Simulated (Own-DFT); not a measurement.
## Calculated data, Ti₁₂O₂₃ (rutile with two vacancies, atoms displaced)

Computed with Own-DFT development build. A calculation, not a measurement: plane-wave PBE density functional theory by an unreviewed code, no spin, of a simulated periodic cell, stress positive in tension, free energy of the whole cell less one offset for each atom, defect cell not probed for a lower state with spin; oxygen file: force components 24 meV/angstrom off all-electron in one glass; k mesh not checked against a denser one; offsets are fitted by least squares, one for each functional and potential file, so energies compare only between cells with the same atoms and settings and are not formation energies; the far tail of each file's local potential was reset to the Coulomb form; each entry is a single point on an unrelaxed cell, so the pressure reflects the starting lattice, mostly measured values (interpolated for alloys), from which strain is counted, and rises with the displacements; printed positions are rounded, which can move forces by about a meV/angstrom; the program, named Own-DFT, is a retired in-house code; no spin-orbit coupling; before rounding, a Quantum ESPRESSO 7.3.1 run of the same cell and cutoff gave forces within 1 meV/angstrom rms on each cell, which checks the program and not the settings.

Settings shared by all entries: functional PBE; potential files PseudoDojo norm-conserving, scalar-relativistic, standard set; wave cutoff 72 hartree; occupations Fermi-Dirac; smearing width 0.1 eV; k mesh 3 x 3 x 3 centred on Gamma.

(1) Ti₁₂O₂₃ (rutile with two vacancies, atoms displaced)

```xyz
70
Lattice="9.1874 0.0000 0.0000 0.0000 9.1874 0.0000 0.0000 0.0000 8.8761" Properties=species:S:1:pos:R:3 Ti12O23
Ti     9.1419     0.0603     8.8399
Ti     2.3483     2.3368     1.6688
O      1.3074     1.3188     8.8540
O      3.1594     3.1624     0.0826
O      1.0774     3.5924     1.4921
Ti     0.0002     0.1164     2.8668
Ti     2.2528     2.3542     4.4739
O      3.1698     3.0758     2.9511
O      3.6048     0.7941     4.4011
O      0.9197     3.8265     4.5161
Ti     9.1650     9.1313     5.8193
Ti     2.3792     2.2758     7.5561
O      1.5163     1.3850     5.9514
O      3.2409     3.2491     5.9617
O      3.6488     0.8795     7.4165
O      0.8456     3.6546     7.4037
Ti     0.1063     4.5640     8.8704
Ti     2.1493     6.8758     1.5672
O      1.3376     6.0959     0.0271
O      3.1892     7.7746     0.1501
O      3.7912     5.5876     1.5225
O      0.9663     8.3986     1.3848
Ti     9.1282     4.5419     2.9047
Ti     2.2842     6.8788     4.3895
O      1.3272     6.0358     2.9168
O      3.1886     7.7846     2.9297
O      3.6207     5.4559     4.2363
O      0.7940     8.2276     4.4064
Ti     0.0956     4.5082     5.8522
Ti     2.3062     6.9296     7.3859
O      1.3015     5.9906     5.9777
O      3.1426     7.7634     5.8553
O      3.7107     5.5366     7.3302
O      0.9468     8.2058     7.4961
Ti     4.6212     9.1716     8.8102
Ti     7.0025     2.3013     1.5003
O      5.9668     1.2612     8.7963
O      7.6759     3.3769     8.7783
O      8.3914     0.8506     1.5006
O      5.4426     3.7932     1.4617
Ti     4.6236     0.1486     2.9714
Ti     6.9114     2.4487     4.3877
O      6.0777     1.4213     3.0318
O      7.7796     3.1839     3.0636
O      8.1540     0.8479     4.4174
O      5.4473     3.7127     4.2836
Ti     4.6576     9.0033     5.8093
Ti     6.8109     2.1429     7.4420
O      6.0170     1.4411     6.0190
O      7.8121     3.1919     5.9116
O      8.3028     0.8692     7.3830
O      5.4238     3.5789     7.3876
Ti     4.6973     4.5327     8.8533
Ti     7.0427     6.9264     1.4818
O      6.1048     5.9542     8.8325
O      7.6091     7.8173     8.7975
O      8.2695     5.5776     1.5110
O      5.6027     8.2085     1.4496
Ti     4.5522     4.6637     2.9195
Ti     6.8764     6.6830     4.3891
O      6.0811     5.9514     2.9163
O      7.7985     7.7678     2.9702
O      8.2651     5.3152     4.4542
O      5.5005     8.2641     4.4157
Ti     4.6481     4.6165     5.8612
Ti     6.9781     6.8696     7.3346
O      5.9461     6.0013     5.7810
O      7.7904     7.9729     5.7677
O      8.3198     5.3617     7.4735
O      5.4614     8.3936     7.4075
```

- free energy of cell above offsets: -8.546 eV
- pressure: 8.06 GPa
- stress xx: -7.42 GPa
- stress yy: -6.73 GPa
- stress zz: -10.04 GPa
- stress yz: -0.47 GPa
- stress xz: 0.4 GPa
- stress xy: 0.44 GPa

Force:
```tsv
element	x (eV/Å)	y (eV/Å)	z (eV/Å)
Ti	1.546	-1.164	-2.222
Ti	-1.529	-0.934	-4.498
O	1.261	1.191	0.338
O	1.014	0.09	0.632
O	-2.335	1.146	0.741
Ti	0.527	-2.786	2.969
Ti	0.223	-1.411	4.536
O	1.838	1.043	1.575
O	0.488	0.827	-0.168
O	2.67	-2.816	-3.593
Ti	0.643	0.911	0.398
Ti	-0.61	-1.016	-1.686
O	-0.809	0.267	-1.36
O	-0.36	-0.188	-1.015
O	0.12	0.03	0.29
O	1.174	-0.553	0.727
Ti	-0.908	0.376	-1.8
Ti	2.192	1.271	-2.653
O	-0.185	-1.573	0.042
O	0.678	0.822	-1.241
O	-1.08	-0.456	-0.844
O	-0.629	-0.263	1.765
Ti	0.545	1.301	0.153
Ti	-0.29	0.659	0.449
O	-1.083	-1.46	1.384
O	-0.212	0.439	0.784
O	-0.642	0.577	2.32
O	1.175	0.39	-0.536
Ti	-1.937	1.057	4.013
Ti	-0.025	-0.141	1.224
O	1.03	0.622	-0.576
O	0.671	0.213	-0.124
O	0.591	-0.54	-0.068
O	-1.143	1.044	-0.838
Ti	-1.428	-2.3	0.238
Ti	-1.32	0.876	-1.644
O	0.901	1.425	2.459
O	0.09	-2.035	2.412
O	-2.793	2.94	-0.681
O	1.638	-2.477	0.077
Ti	0.581	-1.886	0.13
Ti	-0.963	-1.401	4.938
O	-1.46	-0.712	-1.782
O	1.898	1.127	-3.188
O	1.832	0.626	-0.737
O	0.516	-0.438	1.545
Ti	-0.584	1.561	1.052
Ti	1.502	1.493	-1.505
O	-1.356	-1.213	-1.874
O	-0.404	-0.324	-0.417
O	-0.093	0.282	-0.09
O	-0.387	1.259	-0.426
Ti	0.009	1.863	-0.479
Ti	-2.106	1.119	-0.303
O	-0.938	-0.508	-1.095
O	1.863	0.84	-0.709
O	2.257	-2.578	0.297
O	-2.056	2.179	0.575
Ti	0.594	0.846	-1.643
Ti	1.533	1.617	-1.786
O	-0.67	-0.314	0.433
O	0.624	0.371	0.172
O	-0.938	1.595	-0.895
O	0.004	-0.079	-0.747
Ti	-1.68	-1.387	1.347
Ti	0.493	-0.986	1.977
O	0.132	0.085	1.671
O	-1.586	-2.91	1.332
O	-1.094	2.472	-0.743
O	0.778	-2.004	-1.025
```

(2) Ti₁₂O₂₃ (rutile with two vacancies, atoms displaced)

```xyz
70
Lattice="9.1874 0.0000 0.0000 0.0000 9.1874 0.0000 0.0000 0.0000 8.8761" Properties=species:S:1:pos:R:3 Ti12O23
Ti     0.0376     9.0889     0.0765
Ti     2.2951     2.2967     1.5308
O      3.2120     3.1658     0.0634
O      3.6760     0.9179     1.4614
Ti     9.1689     9.1594     2.8355
Ti     2.2453     2.2442     4.4649
O      1.4989     1.1764     3.0149
O      3.2514     3.1228     3.0333
O      3.7292     0.9175     4.3123
O      0.9861     3.6842     4.3813
Ti     9.1623     9.1702     5.8996
Ti     2.3105     2.4194     7.2929
O      1.3747     1.4607     6.0176
O      3.1503     2.9922     6.0390
O      3.6462     0.8238     7.3734
O      0.9198     3.6545     7.3596
Ti     9.1465     4.4616     8.7932
Ti     2.1325     6.8363     1.4661
O      1.2739     5.8902     0.0590
O      3.1360     7.6885     0.0158
O      3.6545     5.4777     1.4893
O      0.8906     8.2291     1.6370
Ti     9.0294     4.4797     3.0584
Ti     2.3195     6.9085     4.4475
O      1.4711     6.0026     3.0392
O      3.2312     7.6704     3.0773
O      3.6363     5.6537     4.4118
O      0.7984     8.3106     4.4999
Ti     9.0732     4.6450     5.8812
Ti     2.4604     6.7730     7.5364
O      1.3569     5.9718     5.9896
O      3.1898     7.6445     5.8701
O      3.7047     5.5612     7.3641
O      0.8826     8.3003     7.2649
Ti     4.6605     9.1764     8.8507
Ti     6.8222     2.2620     1.3757
O      5.9707     1.3970     8.7441
O      7.8606     3.0792     0.0768
O      8.4565     0.9240     1.4897
O      5.4038     3.8213     1.3344
Ti     4.8072     9.1437     2.9879
Ti     6.7962     2.2173     4.4423
O      5.9608     1.3658     2.8982
O      7.9117     3.0774     2.8913
O      8.1565     0.9531     4.4592
O      5.5496     3.5720     4.4414
Ti     4.7543     9.1325     5.9798
Ti     6.9710     2.3132     7.3691
O      5.9425     1.4217     6.0112
O      7.7351     3.2667     6.0036
O      8.3124     0.6400     7.4350
O      5.4054     3.6732     7.4233
Ti     4.6551     4.5644     0.0648
Ti     6.9315     6.9131     1.4962
O      6.1105     5.8665     0.0679
O      7.6246     7.7223     0.0029
O      8.4389     5.5731     1.4824
O      5.4082     8.3494     1.4669
Ti     4.5189     4.4843     2.9678
Ti     7.0156     6.8106     4.4016
O      6.0457     6.0304     3.0350
O      7.7279     7.8283     2.9148
O      8.3652     5.2927     4.4451
O      5.5674     8.4297     4.5131
Ti     4.5555     4.4059     5.7160
Ti     6.9369     6.8601     7.2418
O      6.0388     5.9683     6.0341
O      7.6470     7.7612     5.9219
O      8.0565     5.6221     7.4242
O      5.5185     8.3394     7.4158
```

- stress xx: ?

## Withheld values
1. Estimate the stress xx of Ti₁₂O₂₃ (rutile with two vacancies, atoms displaced) (entry 2).
2. Give the table of force values for Ti₁₂O₂₃ (rutile with two vacancies, atoms displaced) (entry 2).

## Answers
1. -9.85 GPa
2. 
Force:
```tsv
element	x (eV/Å)	y (eV/Å)	z (eV/Å)
Ti	-1.312	-1.637	-3.811
Ti	3.528	-1.288	0.485
O	-2.178	-1.067	0.485
O	-1.175	0.589	-0.575
Ti	0.291	0.641	5.064
Ti	0.026	-2.628	-0.581
O	-0.458	1.791	-0.437
O	-0.778	0.432	-1.03
O	-0.116	0.3	1.055
O	-0.505	-0.106	0.24
Ti	1.056	-0.457	-0.321
Ti	-1.384	-3.088	5.015
O	-1.094	-0.886	-1.027
O	4.395	4.072	-4.89
O	-0.165	0.073	0.726
O	-1.305	0.835	0.566
Ti	0.288	2.176	0.253
Ti	2.061	-1.963	2.543
O	0.795	0.141	-0.277
O	0.776	1.627	1.666
O	-0.04	-0.316	0.832
O	0.107	-0.067	-2.288
Ti	2.46	0.426	-3.398
Ti	-1.313	1.595	0.681
O	-1.987	-1.6	-1.719
O	0.61	1.789	-1.932
O	3.558	-5.242	0.481
O	-0.213	-0.261	-0.759
Ti	4.232	0.345	3.59
Ti	-1.756	0.099	-4.097
O	-1.804	-1.444	0.065
O	1.349	1.931	1.868
O	0.894	-1.806	-0.376
O	0.651	-0.311	2.23
Ti	-2.174	0.727	-0.196
Ti	-0.229	-0.328	0.697
O	0.436	0.185	1.606
O	0.044	0.302	-0.477
O	-1.692	1.09	-1.543
O	3.921	-4.472	5.301
Ti	-4.148	-0.595	1.18
Ti	2.045	-2.033	0.106
O	1.444	1.692	-0.372
O	-1.334	-0.14	-0.135
O	0.4	-0.183	-0.141
O	-1.088	1.704	-0.738
Ti	-3.509	0.193	-0.244
Ti	-0.99	-0.33	-0.081
O	0.91	0.649	-0.438
O	0.078	-0.513	-0.881
O	-1.665	3.058	1.638
O	0.735	-0.634	-1.308
Ti	-1.728	3.768	-4.457
Ti	-0.723	-2	-2.549
O	-1.333	0.409	0.615
O	2.403	2.346	1.042
O	-0.153	-1.667	0.746
O	1.445	-1.55	-0.605
Ti	-0.935	2.953	-1.496
Ti	-1.643	0.626	0.216
O	-0.654	-1.107	0.377
O	0.622	0.381	1.354
O	-3.702	3.857	-0.875
O	1.386	-1.892	-0.884
Ti	-0.109	2.969	3.697
Ti	-3.085	1.715	3.913
O	-2.301	-1.989	-3.777
O	2.367	2.032	-2.386
O	5.47	-5.285	0.341
O	-0.002	-0.633	0.429
```

Further results for Ti₁₂O₂₃ (rutile with two vacancies, atoms displaced) (entry 2):

- free energy of cell above offsets: -5.232 eV
- pressure: 11.78 GPa
- stress yy: -10.95 GPa
- stress zz: -14.53 GPa
- stress yz: 0.57 GPa
- stress xz: 0.4 GPa
- stress xy: 0.67 GPa
